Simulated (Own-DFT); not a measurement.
# Point defects and the pressure they add: zincblende GaAs

Source: density functional calculations with Own-DFT, an unreviewed in-house program that is no longer used. Nothing was measured or relaxed, and spin and spin-orbit coupling are left out.

Settings: PBE; PseudoDojo norm-conserving scalar-relativistic files; cutoff 42 hartree; 3 x 3 x 3 k mesh centred on Gamma; Fermi-Dirac smearing of 0.1 eV.

Keep in mind (not all hold for every row): not probed for a lower state with spin; forces not confirmed at this smearing and k mesh; stress not checked against mesh or cutoff.

All runs share one cell, with vectors in Å (11.737, 0.000, 0.000); (0.000, 11.737, 0.000); (0.000, 0.000, 10.919) and a volume of 1504.3 Å³, strained against the parent crystal. Atoms were moved at random from their sites; u is the rms move along one axis. The defect's site can differ from row to row.

| cell | formula | u (Å) | P (GPa) |
|---|---|---|---|
| no defect | As32Ga32 | 0.0311 | 0.77 |
| no defect | As32Ga32 | 0.0314 | 0.78 |
| no defect | As32Ga32 | 0.0454 | 0.97 |
| one As vacancy and one Ga vacancy | As31Ga31 | 0.0287 | 0.43 |
| one As vacancy and one Ga vacancy | As31Ga31 | 0.0462 | 0.58 |
| one As vacancy and one Ga vacancy | As31Ga31 | 0.0543 | 0.95 |
| one In on a Ga site | As32Ga31In | 0.0290 | 1.33 |
| one In on a Ga site | As32Ga31In | 0.0508 | 1.66 |
| one In on a Ga site | As32Ga31In | 0.0517 | 1.67 |
| one Al on a Ga site | AlAs32Ga31 | 0.0311 | 0.73 |
| one Al on a Ga site | AlAs32Ga31 | 0.0533 | 1.10 |
| one Al on a Ga site | AlAs32Ga31 | 0.0533 | 1.04 |
| one P on an As site | As31Ga32P | 0.0304 | 0.54 |
| one P on an As site | As31Ga32P | 0.0313 | 0.55 |
| one P on an As site | As31Ga32P | 0.0493 | 0.81 |
| one P on an As site | As31Ga32P | 0.0506 | ? |

## Worked fit

P = P0 + c u² + a shift for each defect gives P0 = 0.58 GPa, c = 196 ± 17 GPa/Å² and a scatter of 0.05 GPa. The shifts, and each times the cell's volume:

- one In on a Ga site: 0.58 ± 0.04 GPa, 5.4 eV
- one Al on a Ga site: -0.05 ± 0.05 GPa, -0.5 eV (not resolved)
- one P on an As site: -0.23 ± 0.04 GPa, -2.1 eV
- one As vacancy and one Ga vacancy: -0.31 ± 0.04 GPa, -2.9 eV

Positive is outwards. The product with the volume (160.2 GPa Å³ to the eV) is nearly free of the cell's size; divided by the bulk modulus at the cell's pressure it gives the volume that the defect adds. The atoms around the defects weren't relaxed, which would change these numbers.

## Withheld run

Question: what pressure belongs in the blank (one P on an As site, u = 0.0506 Å)?

Estimate: 0.85 ± 0.06 GPa. Computed: 0.86 GPa.
